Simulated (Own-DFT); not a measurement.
# Which defects push the lattice out? zincblende InP

No measurement is shown. These are fixed-geometry runs of a retired plane-wave code named Own-DFT, which no person has reviewed; spin and spin-orbit coupling are neglected.

Method: PBE; PseudoDojo norm-conserving scalar-relativistic files; cutoff 36 hartree; 3 x 3 x 3 k mesh centred on Gamma; Fermi-Dirac smearing of 0.1 eV.

Caveats (not all hold for every row): not probed for a lower state with spin; forces on such cells moved up to 12 meV/angstrom on a denser k mesh; stress not checked against mesh or cutoff.

All runs share one cell, with vectors in Å (11.737, 0.000, 0.000); (0.000, 11.737, 0.000); (0.000, 0.000, 11.737) and a volume of 1617.0 Å³. Atoms were moved at random from their sites; u is the rms move along one axis. The defect's site can differ from row to row.

| cell | formula | u (Å) | P (GPa) |
|---|---|---|---|
| no defect | In32P32 | 0.0214 | 3.21 |
| no defect | In32P32 | 0.0493 | 3.58 |
| no defect | In32P32 | 0.0508 | 3.68 |
| one In on a P site and one P on an In site | In32P32 | 0.0301 | 3.66 |
| one In on a P site and one P on an In site | In32P32 | 0.0317 | 3.67 |
| one In on a P site and one P on an In site | In32P32 | 0.0498 | 3.94 |
| two P vacancies | In32P30 | 0.0296 | 2.97 |
| two P vacancies | In32P30 | 0.0297 | 2.95 |
| two P vacancies | In32P30 | 0.0299 | 3.05 |
| one P on an In site | In31P33 | 0.0284 | 3.08 |
| one P on an In site | In31P33 | 0.0305 | 3.12 |
| one P on an In site | In31P33 | 0.0498 | 3.39 |
| one P on an In site | In31P33 | 0.0555 | ? |

## Working it out

P = P0 + c u² + a shift for each defect gives P0 = 3.14 GPa, c = 193 ± 14 GPa/Å² and a scatter of 0.04 GPa. The shifts, and each times the cell's volume:

- one In on a P site and one P on an In site: 0.34 ± 0.03 GPa, 3.4 eV
- one P on an In site: -0.21 ± 0.03 GPa, -2.1 eV
- two P vacancies: -0.32 ± 0.03 GPa, -3.2 eV (-1.6 eV for each of its 2 sites)

Against the defect-free cell, a freed cell would be larger where the shift is positive and smaller where it is negative (160.2 GPa Å³ is 1 eV). The atoms around the defects weren't relaxed, which would change these numbers.

## Prediction

The question: what pressure belongs in the blank (one P on an In site, u = 0.0555 Å)?

The fit gives 3.52 ± 0.05 GPa. Computed: 3.50 GPa.
